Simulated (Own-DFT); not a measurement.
# Response to strain: wurtzite GaN, 72 atoms (Ga36N36)

These are calculations, not measurements. The program, named Own-DFT, is a retired in-house plane-wave density functional code that no person has reviewed. Each row is one single-point run on a periodic cell that was not relaxed, without spin or spin-orbit coupling.

Settings of every run: PBE; PseudoDojo norm-conserving scalar-relativistic files (stringent for Ga); cutoff 96 hartree; 4 x 4 x 3 k mesh centred on Gamma; Gaussian smearing of 0.01 eV.

Known limits: forces not confirmed at this smearing and k mesh; stress not checked against mesh or cutoff.

Unstrained cell vectors in Å: (9.567, 0.000, 0.000); (-4.784, 8.285, 0.000); (0.000, 0.000, 10.370). The unstrained cell has measured lattice constants (interpolated for alloys), not those of this functional. That, the random moves and any unrelaxed bonds set the pressure at no strain. Each run strains this cell uniformly, with the atoms carried along. Every atom was also moved at random, by a Gaussian of width 0.05 Å on each axis. Strain is the symmetric tensor, in per cent. Stress is positive in tension, and the pressure is minus a third of its trace.

```
run  e_xx (%)  e_yy (%)  e_zz (%)  e_yz (%)  e_xz (%)  e_xy (%)  s_xx (GPa)  s_yy (GPa)  s_zz (GPa)  s_yz (GPa)  s_xz (GPa)  s_xy (GPa)  P (GPa)  E (meV/atom)
  1     -1.42     -1.23     -0.12     -1.38     -0.04      1.03      -15.10      -16.35       -8.78       -3.58        0.18        2.07    13.41          50.7
  2     -1.19     -1.88     -1.80      1.07      0.50     -0.82      -16.03      -20.23      -17.31        2.56        0.51       -3.03    17.86          49.2
  3      0.77     -1.52      1.16     -0.60      0.80      1.87       -5.01      -14.14       -1.67       -1.91        2.16        6.40     6.94          21.6
  4      1.32      0.08      0.76     -1.79      1.85     -0.47       -0.20       -5.46       -3.26       -3.97        3.57       -1.02     2.97           6.2
  5      1.78     -0.95     -1.32      0.18     -1.98     -0.88       -1.81      -11.00      -13.42        0.48       -5.28       -2.11     8.74          26.0
  6     -0.75      0.32      1.12      1.54     -1.35     -1.67       -8.62       -6.59       -2.68        2.79       -2.95       -3.71     5.96          16.8
  7     -0.12      0.55      1.01      0.25      1.16     -1.50       -5.73       -5.23       -2.96        0.69        3.22       -4.46     4.64          10.3
  8     -1.71      0.83     -0.59      1.78      0.05     -0.35      -13.56       -5.31      -12.02        3.69        0.57       -0.56    10.29          24.3
  9      0.30      1.20      1.68     -0.27      1.38      1.03       -3.01       -0.95        0.77       -0.41        2.64        3.11     1.06           0.3
 10      0.55     -1.53      1.41      0.55      0.94      0.36       -4.25      -12.44       -2.74        0.69        2.22        0.33     6.47          10.2
 11     -2.00      0.23     -0.87      1.75     -0.99     -1.46      -17.94       -7.53      -13.99        3.18       -2.84       -4.71    13.15          48.1
 12     -1.39      1.13      1.76     -0.22      0.80      0.30       -9.61       -2.36       -0.49       -0.27        1.02        1.29     4.15           0.0
 13      0.22     -0.64      0.21      0.29     -0.47      1.88       -6.71      -10.11       -5.69        0.53       -1.45        5.15     7.50           8.6
 14      1.86     -0.30      1.11      0.33     -0.78     -1.71        0.12       -7.33       -1.41        0.39       -1.40       -4.67     2.87          19.6
 15     -0.71      1.23      0.36     -1.80     -1.89      1.20           ?           ?           ?           ?           ?           ?        ?             ?
```

E is the free energy for each atom above the lowest run shown.

## Worked fit

Each stress component was fitted by least squares to a constant and the strains of the runs shown, as fractions, with shears doubled. Shear strains stay in the fit of a normal stress only where such slopes are resolved. The slopes, in GPa:

```
stress  at no strain  per e_xx  per e_yy  per e_zz  scatter
  s_xx          -7.3  424 ± 20  110 ± 26  112 ± 24     0.82
  s_yy          -7.7  100 ± 22  502 ± 29   52 ± 27     0.93
  s_zz          -7.9   68 ± 19   17 ± 25  473 ± 22     0.78
```

Each shear stress against twice its own strain: yz 110 ± 6, xz 114 ± 10, xy 147 ± 9 GPa. These are stiffnesses along x, y and z of the frame in which the cell vectors are given, which need not be the crystal's axes. The atoms are held to the strained lattice; where symmetry lets them move under strain, relaxing them would lower some slopes. The table should be nearly symmetric about its diagonal, and what it lacks of that shows the noise. A ninth of its sum, 206 ± 4 GPa, estimates the bulk modulus near the mean pressure of these runs, 7.6 GPa, so it lies above the value at zero pressure.

## Withheld run

Question: what normal stresses and pressure should run 15 give?

The fit gives s_xx = -8.6, s_yy = -2.1, s_zz = -6.4 and P = 5.7 GPa. The calculation gave -8.09, -2.08, -5.83 and P = 5.33 GPa.
